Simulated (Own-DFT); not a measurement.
# Strain and stress in beta-Si3N4, 112 atoms (N64Si48)

These are calculations, not measurements. They come from Own-DFT, an in-house plane-wave density functional program, since retired, whose code no person has reviewed. Each row is one single-point run on a periodic cell that was not relaxed, without spin or spin-orbit coupling.

Settings of every run: PBE; PseudoDojo norm-conserving scalar-relativistic files; cutoff 42 hartree; 2 x 2 x 4 k mesh centred on Gamma; Fermi-Dirac smearing of 0.1 eV.

Known limits, some of them of some rows only: some atoms lie very close together; forces on such cells moved up to 12 meV/angstrom on a denser k mesh; stress not checked against mesh or cutoff.

Unstrained cell vectors in Å: (15.212, 0.000, 0.000); (-7.606, 13.174, 0.000); (0.000, 0.000, 5.818). The unstrained cell has measured lattice constants (interpolated for alloys), not those of this functional. That, the random moves and any unrelaxed bonds set the pressure at no strain. Each run strains this cell uniformly, with the atoms carried along. Every atom was also moved at random, by a Gaussian of width 0.05 Å on each axis. Strain is the symmetric tensor, in per cent. Stress is positive in tension, and the pressure is minus a third of its trace.

```
run,e_xx (%),e_yy (%),e_zz (%),e_yz (%),e_xz (%),e_xy (%),s_xx (GPa),s_yy (GPa),s_zz (GPa),s_yz (GPa),s_xz (GPa),s_xy (GPa),P (GPa),E (meV/atom)
1,-0.32,-1.41,0.83,1.77,1.57,0.79,-10.42,-15.48,-5.81,6.17,7.04,4.03,10.57,27.3
2,-1.00,1.81,0.03,1.62,1.84,-0.94,-10.74,1.86,-14.60,4.90,8.31,-4.39,7.83,72.2
3,-0.12,-0.33,0.74,-0.92,0.92,1.24,-8.11,-8.30,-6.45,-3.88,4.31,5.89,7.62,24.4
4,-1.75,1.29,0.57,-1.99,-1.36,0.26,-15.27,-4.41,-7.01,-6.26,-4.21,0.05,8.89,59.7
5,0.42,-0.73,1.47,1.28,-1.79,-0.33,-6.22,-5.05,-2.25,4.06,-6.77,-1.78,4.51,11.5
6,-0.01,1.85,0.25,-1.39,1.22,1.60,-4.17,0.65,-9.60,-6.24,6.14,6.51,4.37,50.7
7,-0.38,-1.18,1.29,1.59,0.18,1.96,-9.41,-11.54,-3.66,4.93,1.05,6.11,8.20,24.4
8,0.74,-1.60,-2.00,0.83,-1.53,0.83,-5.70,-18.97,-25.73,2.30,-5.59,4.31,16.80,53.4
9,1.38,-0.67,-1.30,1.89,1.27,-0.29,-4.20,-11.45,-18.16,5.99,2.86,-0.93,11.27,65.6
10,1.02,-0.80,1.69,-0.96,1.67,1.83,-1.44,-6.65,-1.05,-4.01,4.84,7.27,3.05,21.9
11,-1.63,1.84,0.51,1.17,1.54,0.66,-14.55,0.85,-6.98,5.27,3.41,3.45,6.89,45.9
12,1.80,0.06,-0.02,0.71,0.20,-0.33,2.73,-3.90,-8.44,0.70,0.37,-0.46,3.20,10.2
13,0.79,1.60,0.91,0.09,0.02,-0.28,0.49,4.05,-3.42,1.67,-0.57,-0.64,-0.38,6.6
14,1.61,-0.25,0.02,0.65,-1.54,-0.94,2.22,-7.28,-7.74,2.55,-2.78,-4.90,4.27,0.0
15,1.03,0.76,0.21,-1.65,-1.32,1.78,-2.18,-2.82,-6.81,-6.51,-2.39,7.19,3.94,44.4
16,-1.95,1.29,-2.00,-0.36,0.27,-1.38,-19.06,-4.73,-24.02,0.27,1.79,-5.18,15.94,46.2
17,-0.67,0.72,-1.23,1.56,-1.85,1.31,?,?,?,?,?,?,?,?
```

E is the free energy for each atom above the lowest run shown.

## Worked fit

Each stress component was fitted by least squares to a constant and the strains of the runs shown, as fractions, with shears doubled. Shear strains stay in the fit of a normal stress only where such slopes are resolved. The slopes, in GPa:

```
stress,at no strain,per e_xx,per e_yy,per e_zz,scatter
s_xx,-7.7,560 ± 28,126 ± 27,88 ± 27,1.14
s_yy,-7.5,133 ± 39,517 ± 38,175 ± 38,1.62
s_zz,-11.0,98 ± 40,56 ± 38,642 ± 38,1.64
```

Each shear stress against twice its own strain: yz 173 ± 13, xz 169 ± 20, xy 203 ± 15 GPa. These are stiffnesses along x, y and z of the frame in which the cell vectors are given, which need not be the crystal's axes. The atoms are held to the strained lattice; where symmetry lets them move under strain, relaxing them would lower some slopes. The table should be nearly symmetric about its diagonal, and what it lacks of that shows the noise. A ninth of its sum, 266 ± 12 GPa, estimates the bulk modulus near the mean pressure of these runs, 7.3 GPa, so it lies above the value at zero pressure.

## Withheld run

Question: what normal stresses and pressure should run 17 give?

The fit gives s_xx = -11.6, s_yy = -6.8, s_zz = -19.1 and P = 12.5 GPa. The calculation gave -10.11, -7.05, -20.44 and P = 12.53 GPa.
